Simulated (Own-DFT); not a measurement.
# What a defect does to the pressure of its cell: C40 NbSi2

Source: density functional calculations with Own-DFT, an unreviewed in-house program that is no longer used. Nothing was measured or relaxed, and spin and spin-orbit coupling are left out.

Settings: PBE; PseudoDojo norm-conserving scalar-relativistic files; cutoff 42 hartree; 4 x 4 x 5 k mesh centred on Gamma; cold (Marzari-Vanderbilt) smearing of 0.2 eV.

Caveats: forces on such cells failed a check on a denser k mesh; stress not checked against mesh or cutoff.

All runs share one cell, with vectors in Å (0.000, 8.324, 0.000); (-9.613, 0.000, 0.000); (0.000, 0.000, 6.586) and a volume of 527.0 Å³. Atoms were moved at random from their sites; u is the rms move along one axis. The defect's site can differ from row to row.

```
                    cell   formula   u (Å)  P (GPa)
               no defect  Nb12Si24  0.0206     1.50
               no defect  Nb12Si24  0.0463     2.13
               no defect  Nb12Si24  0.0505     2.53
two Si on a Nb site each  Nb10Si26  0.0279     1.54
two Si on a Nb site each  Nb10Si26  0.0465     2.26
two Si on a Nb site each  Nb10Si26  0.0477     2.25
two Nb on a Si site each  Nb14Si22  0.0315        ?
two Nb on a Si site each  Nb14Si22  0.0320     7.65
two Nb on a Si site each  Nb14Si22  0.0470     8.19
two Nb on a Si site each  Nb14Si22  0.0491     8.30
        two Nb vacancies  Nb10Si24  0.0260    -0.08
        two Nb vacancies  Nb10Si24  0.0476     0.83
        two Nb vacancies  Nb10Si24  0.0486     1.04
          one Si vacancy  Nb12Si23  0.0310     0.96
          one Si vacancy  Nb12Si23  0.0452     1.70
          one Si vacancy  Nb12Si23  0.0465     1.30
```

## Worked fit

P = P0 + c u² + a shift for each defect gives P0 = 1.20 GPa, c = 498 ± 50 GPa/Å² and a scatter of 0.14 GPa. The shifts, and each times the cell's volume:

- two Nb on a Si site each: 5.91 ± 0.11 GPa, 19.4 eV (9.7 eV for each of its 2 sites)
- two Si on a Nb site each: -0.05 ± 0.11 GPa, -0.2 eV (-0.1 eV for each of its 2 sites) (not resolved)
- one Si vacancy: -0.74 ± 0.11 GPa, -2.4 eV
- two Nb vacancies: -1.49 ± 0.11 GPa, -4.9 eV (-2.4 eV for each of its 2 sites)

Against the defect-free cell, a freed cell would be larger where the shift is positive and smaller where it is negative (160.2 GPa Å³ is 1 eV). The atoms around the defects weren't relaxed, which would change these numbers.

## Test on the hidden row

Asked: what pressure belongs in the blank (two Nb on a Si site each, u = 0.0315 Å)?

Estimate: 7.61 ± 0.17 GPa. The hidden result is 7.36 GPa.
